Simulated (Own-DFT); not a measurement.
# What a defect does to the pressure of its cell: zincblende GaP

Calculated, not measured: single-point runs of Own-DFT, a retired in-house plane-wave DFT program that no person has reviewed, on unrelaxed cells, without spin or spin-orbit coupling.

Settings: PBE; PseudoDojo norm-conserving scalar-relativistic files; cutoff 42 hartree; 3 x 3 x 3 k mesh centred on Gamma; Fermi-Dirac smearing of 0.1 eV.

Caveats (not all hold for every row): not probed for a lower state with spin; forces on such cells failed a check on a denser k mesh; forces on such cells passed a denser k mesh, each cell not checked; stress not checked against mesh or cutoff.

All runs share one cell, with vectors in Å (10.901, 0.000, 0.000); (0.000, 10.901, 0.000); (0.000, 0.000, 10.901) and a volume of 1295.4 Å³. u is the rms random offset of the atoms per axis. The defect's site can differ from row to row.

| cell | formula | u (Å) | P (GPa) |
|---|---|---|---|
| no defect | Ga32P32 | 0.0202 | 2.72 |
| no defect | Ga32P32 | 0.0208 | 2.73 |
| no defect | Ga32P32 | 0.0506 | 3.16 |
| one As on a P site | AsGa32P31 | 0.0283 | 3.15 |
| one As on a P site | AsGa32P31 | 0.0287 | 3.18 |
| one As on a P site | AsGa32P31 | 0.0476 | 3.38 |
| one Ga on a P site and one P on a Ga site | Ga32P32 | 0.0311 | 2.96 |
| one Ga on a P site and one P on a Ga site | Ga32P32 | 0.0467 | 3.38 |
| one Ga on a P site and one P on a Ga site | Ga32P32 | 0.0516 | 3.48 |
| one In on a Ga site | Ga31InP32 | 0.0261 | 3.60 |
| one In on a Ga site | Ga31InP32 | 0.0291 | 3.66 |
| one In on a Ga site | Ga31InP32 | 0.0484 | ? |
| one In on a Ga site | Ga31InP32 | 0.0569 | 4.23 |
| two P vacancies | Ga32P30 | 0.0302 | 2.26 |
| two P vacancies | Ga32P30 | 0.0498 | 2.73 |
| two P vacancies | Ga32P30 | 0.0522 | 2.58 |

## Fit

P = P0 + c u² + a shift for each defect gives P0 = 2.61 GPa, c = 227 ± 21 GPa/Å² and a scatter of 0.07 GPa. The shifts, and each times the cell's volume:

- one In on a Ga site: 0.86 ± 0.06 GPa, 6.9 eV
- one As on a P site: 0.33 ± 0.06 GPa, 2.6 eV
- one Ga on a P site and one P on a Ga site: 0.22 ± 0.06 GPa, 1.8 eV
- two P vacancies: -0.55 ± 0.06 GPa, -4.5 eV (-2.2 eV for each of its 2 sites)

Against the defect-free cell, a freed cell would be larger where the shift is positive and smaller where it is negative (160.2 GPa Å³ is 1 eV). The atoms around the defects weren't relaxed, which would change these numbers.

## Check

Q: what pressure belongs in the blank (one In on a Ga site, u = 0.0484 Å)?

From the fit: 4.00 ± 0.09 GPa. The calculation gave 4.14 GPa.
